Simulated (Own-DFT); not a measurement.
# PBE and PBEsol under strain: C40 NbSi2, 36 atoms (Nb12Si24)

The numbers are computed, not measured, by runs of the plane-wave DFT program Own-DFT (in-house, retired, unreviewed) at fixed positions, with no spin and no spin-orbit coupling.

Known weak points: forces on such cells failed a check on a denser k mesh; stress not checked against mesh or cutoff.

Each geometry was run with PBE and with PBEsol, otherwise alike: PseudoDojo norm-conserving scalar-relativistic files made for PBE; cutoff 42 hartree; 4 x 4 x 5 k mesh centred on Gamma; cold (Marzari-Vanderbilt) smearing of 0.2 eV. Unstrained cell vectors in Å: (0.000, 8.324, 0.000); (-9.613, 0.000, 0.000); (0.000, 0.000, 6.586). Each has a uniform strain, of which the change of volume is shown, and random moves of rms u per axis.

```
run  volume change (%)   u (Å)  P with PBE (GPa)  P with PBEsol (GPa)
  1               1.08  0.0398              0.54                -3.06
  2              -2.43  0.0502              7.83                 4.06
  3               1.51  0.0573              0.58                -3.02
  4              -2.78  0.0461              8.36                 4.59
  5               0.99  0.0556              1.12                -2.49
  6               0.36  0.0483              1.98                -1.66
  7               4.41  0.0544             -4.44                -7.91
  8              -0.25  0.0513              3.88                 0.21
  9              -0.50  0.0498              3.69                 0.01
 10              -0.33  0.0505              2.92                -0.74
 11               1.01  0.0479              1.25                    ?
```

Question: by how much does PBEsol shrink this cell, and what belongs in the blank?

## Answer

Write v for the change of volume as a fraction. Fitted to v and u², the PBE pressure has a slope of -184 ± 8 GPa in v, with the ions held to the strained lattice. The difference PBEsol less PBE is -3.66 + 4.3 v GPa (slope ± 0.1) and averages -3.65 GPa. Divided by the mean slope of the two, 182 GPa, that makes PBEsol's volume at a given pressure, near 1 GPa, about 2.0 % smaller, or 0.67 % in lengths. At one volume PBEsol's slope is the smaller by 4 GPa, but its pressure there is lower too. If stiffness rises by about 4 GPa for each GPa, PBEsol at equal pressure is stiffer by about 10 GPa. Files made for PBEsol would give a different shift.

For run 11 the line gives -2.36 GPa. Computed: -2.35 GPa.
